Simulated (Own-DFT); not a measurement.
Simulation results for Hf₃₆O₇₁ (tetragonal hafnia with one neutral oxygen vacancy, atoms displaced)

A calculation, not a measurement: plane-wave PBE and HSE06 DFT by an unreviewed code, no spin, of a simulated cell at Gamma alone, so results move with cell size and shape, stress positive in tension, energies less offsets, not probed for a lower state with spin; hafnium file: forces about 75 meV/angstrom off all-electron values; oxygen file: force components 24 meV/angstrom off all-electron in a glass; k mesh not checked against a denser one; forces and stress are PBE's, HSE06 gives the energy alone, and its difference from PBE has offsets of its own; offsets are fitted by least squares, one for each functional and potential file, so energies compare only between cells with the same atoms and settings and are not formation energies; the far tail of each file's local potential was reset to the Coulomb form; each entry is a single point on an unrelaxed cell, so the pressure reflects the starting lattice, taken from the Materials Project, from which strain is counted, and rises with the displacements; printed positions are rounded, which can move forces by about a meV/angstrom; the program is a retired in-house code; no spin-orbit coupling. Program: Own-DFT development build.

Common to all runs: first functional PBE; second functional HSE06; exact exchange share 0.25; screening 0.11 1/bohr; exchange divergence Gygi-Baldereschi; potential files PseudoDojo norm-conserving, scalar-relativistic, made for PBE, standard set; wave cutoff 48 hartree; occupations fixed; k mesh 1 x 1 x 1 centred on Gamma.

(1) 
```cif
# cell vector a (Å): 10.7800 0.0000 0.0000
# cell vector b (Å): 0.0000 10.7800 0.0000
# cell vector c (Å): 0.0000 0.0000 10.4493
data_Hf36O71
_symmetry_space_group_name_H-M 'P 1'
_symmetry_Int_Tables_number 1
_cell_length_a 10.7800
_cell_length_b 10.7800
_cell_length_c 10.4493
_cell_angle_alpha 90.000
_cell_angle_beta 90.000
_cell_angle_gamma 90.000
_cell_volume 1214.30
loop_
_atom_site_label
_atom_site_type_symbol
_atom_site_fract_x
_atom_site_fract_y
_atom_site_fract_z
_atom_site_occupancy
Hf1 Hf 0.98431 0.00096 0.99639 1
Hf2 Hf 0.15753 0.16121 0.25790 1
O1 O 0.99612 0.17740 0.15370 1
O2 O 0.16301 0.99465 0.35936 1
O3 O 0.00215 0.15914 0.41950 1
O4 O 0.16858 0.01318 0.09711 1
Hf3 Hf 0.99475 0.99737 0.50848 1
Hf4 Hf 0.16118 0.16376 0.73787 1
O5 O 0.00318 0.16673 0.64693 1
O6 O 0.16943 0.99143 0.84834 1
O7 O 0.00388 0.17070 0.90364 1
O8 O 0.15982 0.00296 0.59980 1
Hf5 Hf 0.00612 0.33333 0.00033 1
Hf6 Hf 0.16958 0.50962 0.25452 1
O9 O 0.99923 0.49369 0.15298 1
O10 O 0.16229 0.34302 0.35285 1
O11 O 0.99068 0.49642 0.40545 1
O12 O 0.17003 0.33988 0.09671 1
Hf7 Hf 0.99282 0.34343 0.48864 1
Hf8 Hf 0.16716 0.51088 0.74795 1
O13 O 0.00496 0.50688 0.65180 1
O14 O 0.17138 0.32785 0.84978 1
O15 O 0.99649 0.49360 0.90651 1
O16 O 0.16641 0.33261 0.60442 1
Hf9 Hf 0.00713 0.65796 0.00396 1
Hf10 Hf 0.16618 0.83951 0.24368 1
O17 O 0.00488 0.83641 0.15265 1
O18 O 0.16176 0.66130 0.34745 1
O19 O 0.99817 0.82560 0.39949 1
O20 O 0.16186 0.67828 0.09156 1
Hf11 Hf 0.00520 0.66199 0.50090 1
Hf12 Hf 0.17096 0.82858 0.75505 1
O21 O 0.98673 0.82940 0.65210 1
O22 O 0.17257 0.67263 0.84142 1
O23 O 0.99120 0.82788 0.88081 1
O24 O 0.16275 0.67756 0.59827 1
Hf13 Hf 0.33354 0.99779 0.99995 1
Hf14 Hf 0.49707 0.16346 0.23784 1
O25 O 0.33369 0.16880 0.15665 1
O26 O 0.50157 0.00174 0.35058 1
O27 O 0.32363 0.15915 0.39800 1
O28 O 0.50116 0.99853 0.10446 1
Hf15 Hf 0.34341 0.99724 0.49147 1
Hf16 Hf 0.49361 0.15785 0.75497 1
O29 O 0.33272 0.16721 0.64452 1
O30 O 0.50516 0.00079 0.83778 1
O31 O 0.33475 0.16952 0.89981 1
O32 O 0.50563 0.99831 0.60275 1
Hf17 Hf 0.34265 0.33014 0.00556 1
Hf18 Hf 0.51028 0.50161 0.25544 1
O33 O 0.33917 0.49584 0.14944 1
O34 O 0.49697 0.34387 0.36241 1
O35 O 0.34042 0.50579 0.40675 1
O36 O 0.51164 0.32854 0.10090 1
Hf19 Hf 0.33389 0.32515 0.49574 1
Hf20 Hf 0.49476 0.51429 0.74118 1
O37 O 0.33147 0.49342 0.65447 1
O38 O 0.50802 0.32513 0.84050 1
O39 O 0.34526 0.49332 0.89862 1
O40 O 0.49513 0.33348 0.61154 1
Hf21 Hf 0.33237 0.66421 0.99779 1
Hf22 Hf 0.51003 0.83401 0.24846 1
O41 O 0.32717 0.82541 0.14692 1
O42 O 0.49257 0.67668 0.34431 1
O43 O 0.35110 0.84310 0.39625 1
O44 O 0.51604 0.67203 0.08323 1
Hf23 Hf 0.34661 0.65819 0.49613 1
Hf24 Hf 0.49528 0.83338 0.75170 1
O45 O 0.31864 0.82968 0.64471 1
O46 O 0.50187 0.67928 0.83535 1
O47 O 0.33601 0.83340 0.89577 1
O48 O 0.49201 0.67473 0.59602 1
Hf25 Hf 0.66135 0.99537 0.01363 1
Hf26 Hf 0.82905 0.16215 0.26401 1
O49 O 0.66674 0.16204 0.15095 1
O50 O 0.82931 0.99432 0.37779 1
O51 O 0.64917 0.16433 0.40250 1
O52 O 0.83907 0.99439 0.11051 1
Hf27 Hf 0.66468 0.00094 0.49359 1
Hf28 Hf 0.82237 0.17446 0.75912 1
O53 O 0.66988 0.17372 0.64717 1
O54 O 0.82475 0.01023 0.83819 1
O55 O 0.68357 0.16101 0.88745 1
O56 O 0.82141 0.99297 0.59238 1
Hf29 Hf 0.67888 0.33703 0.00091 1
Hf30 Hf 0.83204 0.50333 0.25248 1
O57 O 0.67184 0.49274 0.15554 1
O58 O 0.82167 0.32951 0.34513 1
O59 O 0.67072 0.50121 0.41387 1
O60 O 0.84147 0.34726 0.08884 1
Hf31 Hf 0.67281 0.32599 0.50211 1
Hf32 Hf 0.83850 0.49034 0.74541 1
O61 O 0.66429 0.49679 0.64606 1
O62 O 0.84286 0.31775 0.84644 1
O63 O 0.65722 0.49766 0.90699 1
O64 O 0.84755 0.32935 0.60185 1
Hf33 Hf 0.66779 0.66790 0.98405 1
Hf34 Hf 0.83126 0.83646 0.25117 1
O65 O 0.66844 0.82209 0.16268 1
O66 O 0.84583 0.67898 0.34006 1
O67 O 0.66427 0.83991 0.39939 1
O68 O 0.84233 0.66953 0.09321 1
Hf35 Hf 0.65867 0.67382 0.49465 1
Hf36 Hf 0.82968 0.84263 0.73787 1
O69 O 0.67339 0.84823 0.65233 1
O70 O 0.67309 0.83301 0.88599 1
O71 O 0.84094 0.66307 0.60017 1
_calc_PBE_energy_of_cell_above_offsets '-88.448'  # eV
_calc_HSE06_less_PBE_above_offsets '0.564'  # eV
_calc_PBE_pressure 4.41  # GPa
_calc_PBE_stress_xx -3.79  # GPa
_calc_PBE_stress_yy -5.59  # GPa
_calc_PBE_stress_zz -3.86  # GPa
_calc_PBE_stress_yz -0.77  # GPa
_calc_PBE_stress_xz -0.06  # GPa
_calc_PBE_stress_xy -0.47  # GPa
```

Force:
```csv
element,x (eV/Å),y (eV/Å),z (eV/Å)
Hf,2.7,-0.401,-2.43
Hf,0.683,0.431,-0.051
O,-0.96,-0.697,1.402
O,0.019,0.153,-1.864
O,-0.407,2.197,-3.412
O,-0.485,-0.49,0.504
Hf,0.577,-1.706,1.349
Hf,0.156,0.361,0.577
O,-1.567,-0.657,1.118
O,0.322,1.044,0.764
O,-0.048,-2.084,0.562
O,1.299,-0.389,-0.157
Hf,1.798,-1.147,-0.076
Hf,0.065,-3.146,-1.916
O,0.912,1.277,1.018
O,0.249,-0.663,-0.619
O,-0.558,2.383,-2.074
O,0.668,-0.316,0.361
Hf,3.164,-4.184,3.344
Hf,0.092,-3.553,-0.175
O,-0.367,-0.485,0.148
O,-0.262,1.627,-0.384
O,0.06,1.692,-1.323
O,-0.339,0.467,-1.591
Hf,-3.17,1.13,-1.964
Hf,-0.823,-0.089,1.72
O,-0.715,0.552,-0.688
O,0.56,1.884,0.192
O,0.572,1.182,0.223
O,2.55,-1.24,0.87
Hf,-1.038,2.439,0.518
Hf,-2.552,3.168,-2.502
O,2.925,0.541,-1.486
O,0.439,-2.709,2.688
O,-0.264,0.209,3.263
O,1.361,-1.525,-0.304
Hf,-2.312,0.908,-1.273
Hf,0.357,1.229,2.552
O,-0.465,0.011,-0.657
O,0.029,0.186,-1.302
O,0.402,1.333,-0.595
O,-0.54,-0.262,-0.281
Hf,-1.546,0.357,2.615
Hf,0.238,3.989,-2.54
O,0.288,-0.415,0.09
O,-0.138,-2.051,3.513
O,0.853,-1.795,1.021
O,-1.389,-0.09,-0.778
Hf,-1.272,0.162,-1.466
Hf,-1.111,-1.174,-0.464
O,0.329,1.246,0.778
O,0.233,-0.996,-1.638
O,-0.353,-1.729,-1.209
O,-0.377,-0.107,0.462
Hf,0.078,-0.201,2.314
Hf,1.199,-4.372,0.916
O,-0.194,1.732,-0.86
O,0.025,1,1.43
O,-0.086,1.854,0.571
O,0.339,0.217,-2.514
Hf,0.8,-0.091,0.19
Hf,-3.284,1.144,0.831
O,1.805,0.438,-0.341
O,1.26,-2.302,0.388
O,-0.853,-2.476,-0.317
O,-3.113,-0.235,1.062
Hf,-4.565,3.504,0.008
Hf,0.2,3.143,-2.867
O,3.087,0.496,0.192
O,-0.007,-2.84,1.85
O,0.564,-0.172,0.768
O,3.005,-0.37,0.825
Hf,2.417,0.907,-3.478
Hf,0.843,-1.084,-0.539
O,1.278,-0.546,-0.232
O,0.195,1.458,-4.536
O,1.081,1.126,-1.225
O,-2.301,0.355,0.053
Hf,-0.28,0.379,2.701
Hf,1.719,-3.838,-4.837
O,-0.829,0.437,-0.613
O,1.814,-2.681,2.36
O,-2.724,0.227,4.051
O,1.772,0.656,1.555
Hf,-1.31,-1.026,-1.413
Hf,1.167,0.674,-0.909
O,-0.521,0.462,0.476
O,0.398,0.091,0.426
O,-0.092,1.374,-1.724
O,-1.382,-0.406,1.107
Hf,-2.093,0.084,2.327
Hf,-0.534,1.63,-0.014
O,0.424,0.408,1.101
O,-0.375,6.45,2.348
O,0.583,0.131,-0.55
O,-2.291,0.954,-0.584
Hf,2.903,0.128,-0.401
Hf,2.904,0.279,0.923
O,0.793,1.236,-2.346
O,-1.683,-2.81,0.387
O,-0.541,-2.121,-0.686
O,-1.517,-0.165,-0.489
Hf,2.78,-0.4,1.921
Hf,1.219,-0.702,1.895
O,-4.037,-2.22,-1.776
O,-0.447,0.5,2.749
O,-2.431,-0.467,-0.908
```

(2) 
```cif
# cell vector a (Å): 10.7800 0.0000 0.0000
# cell vector b (Å): 0.0000 10.7800 0.0000
# cell vector c (Å): 0.0000 0.0000 10.4493
data_Hf36O71
_symmetry_space_group_name_H-M 'P 1'
_symmetry_Int_Tables_number 1
_cell_length_a 10.7800
_cell_length_b 10.7800
_cell_length_c 10.4493
_cell_angle_alpha 90.000
_cell_angle_beta 90.000
_cell_angle_gamma 90.000
_cell_volume 1214.30
loop_
_atom_site_label
_atom_site_type_symbol
_atom_site_fract_x
_atom_site_fract_y
_atom_site_fract_z
_atom_site_occupancy
Hf1 Hf 0.99807 0.99928 0.01002 1
Hf2 Hf 0.17115 0.16053 0.25414 1
O1 O 0.99808 0.16105 0.15238 1
O2 O 0.16752 0.00274 0.35379 1
O3 O 0.00399 0.17092 0.39820 1
O4 O 0.16723 0.99686 0.09337 1
Hf3 Hf 0.00603 0.00714 0.50222 1
Hf4 Hf 0.16935 0.16848 0.75301 1
O5 O 0.99974 0.17152 0.65607 1
O6 O 0.17131 0.99932 0.85179 1
O7 O 0.99631 0.15730 0.90398 1
O8 O 0.16391 0.00299 0.59577 1
Hf5 Hf 0.00224 0.33514 0.00805 1
Hf6 Hf 0.16036 0.49684 0.25071 1
O9 O 0.99900 0.50916 0.15894 1
O10 O 0.16900 0.32937 0.35554 1
O11 O 0.99838 0.50045 0.40321 1
O12 O 0.15706 0.33162 0.10486 1
Hf7 Hf 0.99665 0.33518 0.50180 1
Hf8 Hf 0.16574 0.50460 0.75055 1
O13 O 0.99953 0.50647 0.65265 1
O14 O 0.16459 0.32581 0.83878 1
O15 O 0.00247 0.49968 0.89463 1
O16 O 0.17026 0.33401 0.59744 1
Hf9 Hf 0.98752 0.66842 0.99375 1
Hf10 Hf 0.16269 0.83361 0.25634 1
O17 O 0.99719 0.83063 0.15194 1
O18 O 0.16940 0.66070 0.34026 1
O19 O 0.00326 0.82659 0.40406 1
O20 O 0.16169 0.67046 0.10406 1
Hf11 Hf 0.99802 0.66511 0.50633 1
Hf12 Hf 0.16433 0.83575 0.75364 1
O21 O 0.99762 0.83668 0.65602 1
O22 O 0.16488 0.66348 0.84320 1
O23 O 0.99638 0.83422 0.90501 1
O24 O 0.16212 0.66798 0.59706 1
Hf13 Hf 0.33175 0.00506 0.98990 1
Hf14 Hf 0.50040 0.16853 0.24600 1
O25 O 0.34054 0.16424 0.14684 1
O26 O 0.49669 0.00759 0.34539 1
O27 O 0.33717 0.16622 0.39404 1
O28 O 0.50571 0.00249 0.09275 1
Hf15 Hf 0.33469 0.00536 0.49769 1
Hf16 Hf 0.50270 0.16965 0.75286 1
O29 O 0.33539 0.17549 0.64918 1
O30 O 0.50224 0.99839 0.85288 1
O31 O 0.33343 0.16640 0.90612 1
O32 O 0.50114 0.99778 0.60058 1
Hf17 Hf 0.33514 0.33191 0.00224 1
Hf18 Hf 0.50083 0.49784 0.25083 1
O33 O 0.33311 0.50480 0.15121 1
O34 O 0.50405 0.33511 0.34924 1
O35 O 0.32955 0.49904 0.40371 1
O36 O 0.50461 0.33177 0.10369 1
Hf19 Hf 0.33690 0.33783 0.50264 1
Hf20 Hf 0.49617 0.49310 0.74930 1
O37 O 0.33788 0.49281 0.65962 1
O38 O 0.50693 0.33660 0.85050 1
O39 O 0.33344 0.50501 0.90450 1
O40 O 0.50008 0.33553 0.60474 1
Hf21 Hf 0.33288 0.67347 0.00026 1
Hf22 Hf 0.49090 0.83872 0.23889 1
O41 O 0.33276 0.82955 0.16048 1
O42 O 0.50530 0.67183 0.34350 1
O43 O 0.32842 0.83510 0.40327 1
O44 O 0.50347 0.67322 0.08394 1
Hf23 Hf 0.33201 0.66304 0.49370 1
Hf24 Hf 0.49519 0.82692 0.75089 1
O45 O 0.33071 0.82422 0.65058 1
O46 O 0.49894 0.67454 0.85962 1
O47 O 0.33051 0.83567 0.90528 1
O48 O 0.50802 0.66917 0.59379 1
Hf25 Hf 0.66282 0.99622 0.00899 1
Hf26 Hf 0.82284 0.16313 0.25009 1
O49 O 0.66170 0.16107 0.15401 1
O50 O 0.83437 0.00091 0.35034 1
O51 O 0.65588 0.17132 0.39778 1
O52 O 0.82859 0.99661 0.09017 1
Hf27 Hf 0.67428 0.00017 0.49861 1
Hf28 Hf 0.83775 0.16403 0.74723 1
O53 O 0.67220 0.16417 0.65438 1
O54 O 0.82475 0.99535 0.84033 1
O55 O 0.67547 0.16228 0.89727 1
O56 O 0.83023 0.99688 0.59892 1
Hf29 Hf 0.66393 0.33545 0.99681 1
Hf30 Hf 0.82944 0.50288 0.25494 1
O57 O 0.67318 0.49803 0.15184 1
O58 O 0.83180 0.33409 0.35183 1
O59 O 0.66561 0.50371 0.40458 1
O60 O 0.83307 0.33742 0.09933 1
Hf31 Hf 0.66896 0.32858 0.49911 1
Hf32 Hf 0.83347 0.49967 0.74951 1
O61 O 0.67270 0.50219 0.63977 1
O62 O 0.83750 0.33444 0.84749 1
O63 O 0.66811 0.50559 0.90667 1
Hf33 Hf 0.66565 0.67005 0.00093 1
Hf34 Hf 0.84029 0.83347 0.25233 1
O64 O 0.65883 0.83523 0.15589 1
O65 O 0.83760 0.66717 0.34888 1
O66 O 0.65558 0.83441 0.41633 1
O67 O 0.83651 0.66497 0.09695 1
Hf35 Hf 0.66039 0.67053 0.49755 1
Hf36 Hf 0.83157 0.82807 0.75492 1
O68 O 0.66080 0.84004 0.64906 1
O69 O 0.82705 0.67288 0.85120 1
O70 O 0.66685 0.83153 0.89547 1
O71 O 0.83904 0.66879 0.60139 1
_calc_PBE_energy_of_cell_above_offsets '-97.185'  # eV
_calc_HSE06_less_PBE_above_offsets '0.054'  # eV
_calc_PBE_pressure 2.05  # GPa
_calc_PBE_stress_xx -2.34  # GPa
_calc_PBE_stress_yy -1.3  # GPa
_calc_PBE_stress_zz -2.52  # GPa
_calc_PBE_stress_yz 0.7  # GPa
_calc_PBE_stress_xz -0.35  # GPa
_calc_PBE_stress_xy -0.02  # GPa
```

Force:
```csv
element,x (eV/Å),y (eV/Å),z (eV/Å)
Hf,-0.129,0.427,-1.502
Hf,-0.506,1.611,-0.238
O,-0.283,-0.208,0.567
O,-0.386,-0.548,-0.37
O,-0.289,-0.503,0.829
O,0.499,0.084,1.261
Hf,-1.602,-0.773,-0.034
Hf,-0.471,-0.997,-1.259
O,0.823,0.042,-1.089
O,0.231,0.412,-0.563
O,0.334,1.169,0.315
O,1.2,0.069,0.766
Hf,-2.024,-0.746,-1.671
Hf,0.693,0.053,0.029
O,-0.603,-0.929,-0.911
O,0.152,0.213,-1.119
O,0.239,-0.442,0.312
O,2.41,0.069,-0.397
Hf,0.473,-0.102,-0.088
Hf,-0.444,-1.001,-0.318
O,-0.061,-1.009,-0.123
O,0.321,1.984,1.952
O,0,-0.089,1.149
O,-0.735,0.296,-0.194
Hf,2.288,-0.561,0.659
Hf,0.289,-1.471,-0.56
O,0.124,0.809,0.431
O,0.396,0.93,1.196
O,0.135,1.784,-0.418
O,0.202,0.201,-1.569
Hf,-0.419,-0.168,-0.45
Hf,-0.118,-0.589,-0.789
O,1.002,0.125,0.059
O,0.247,1.422,0.539
O,0.427,0.145,-0.163
O,1.465,-0.65,-0.133
Hf,0.5,-1.182,1.341
Hf,-0.495,-0.108,1.475
O,-1.695,0.368,-0.301
O,-0.243,-1.392,-0.428
O,-0.433,0.647,0.696
O,-3.022,-0.356,1.286
Hf,1.351,-0.514,0.404
Hf,1.006,-1.923,-0.827
O,0.049,-0.741,0.629
O,-0.856,0.581,-0.722
O,0.25,1.663,-1.314
O,-0.884,0.906,-0.613
Hf,-0.384,1.203,0.758
Hf,0.483,0.645,0
O,0.235,-0.712,0.306
O,-0.573,0.423,0.055
O,0.722,0.091,-0.02
O,-0.921,0.407,-0.866
Hf,-1.017,-1.361,-0.277
Hf,1.991,1.992,0.103
O,-1.016,0.698,-1.069
O,-0.542,-0.777,0.825
O,0.027,-1.488,-0.04
O,0.852,-0.061,-0.166
Hf,-0.809,-0.921,0.777
Hf,1.979,0.154,2.792
O,-1.681,0.126,-1.595
O,-0.853,-0.863,-0.431
O,-0.06,-0.218,0.119
O,-1.341,-0.256,2.235
Hf,-0.027,1.9,0.642
Hf,1.409,1.386,-0.681
O,-0.363,0.261,0.566
O,-0.386,-1.775,-1.992
O,-0.239,0.01,-0.4
O,-2.934,-0.652,1.035
Hf,1.042,-0.293,-3.7
Hf,1.518,1.194,-0.047
O,1.333,0.25,-0.802
O,-0.229,-0.201,-0.416
O,1.175,-0.896,0.185
O,0.733,0.017,1.926
Hf,-1.731,-0.48,1.193
Hf,-0.958,-0.66,1.727
O,-1.092,1.082,-0.801
O,0.758,0.368,0.361
O,-1.04,1.23,1.269
O,1.787,0.648,-0.748
Hf,1.658,-0.213,-0.279
Hf,0.565,-0.335,0.043
O,-1.775,0.222,0.175
O,-0.219,-0.659,0.113
O,-0.003,-0.903,-0.893
O,0.028,-0.605,-0.11
Hf,0.498,1.483,0.533
Hf,-0.396,0.158,-0.217
O,-0.455,-0.89,1.958
O,-0.364,0.079,-0.727
O,-0.129,-1.052,-0.738
Hf,0.628,0.599,-0.772
Hf,-1.191,-0.705,0.097
O,2.057,-0.088,-0.139
O,-0.452,0.802,-0.246
O,0.868,0.975,-1.971
O,-1.439,0.48,0.755
Hf,1.919,-0.373,0.479
Hf,-1.216,2.053,-1.641
O,0.771,-0.687,1.071
O,0.829,-2.23,0.529
O,-0.135,0.22,1.366
O,-1.304,0.195,0.053
```
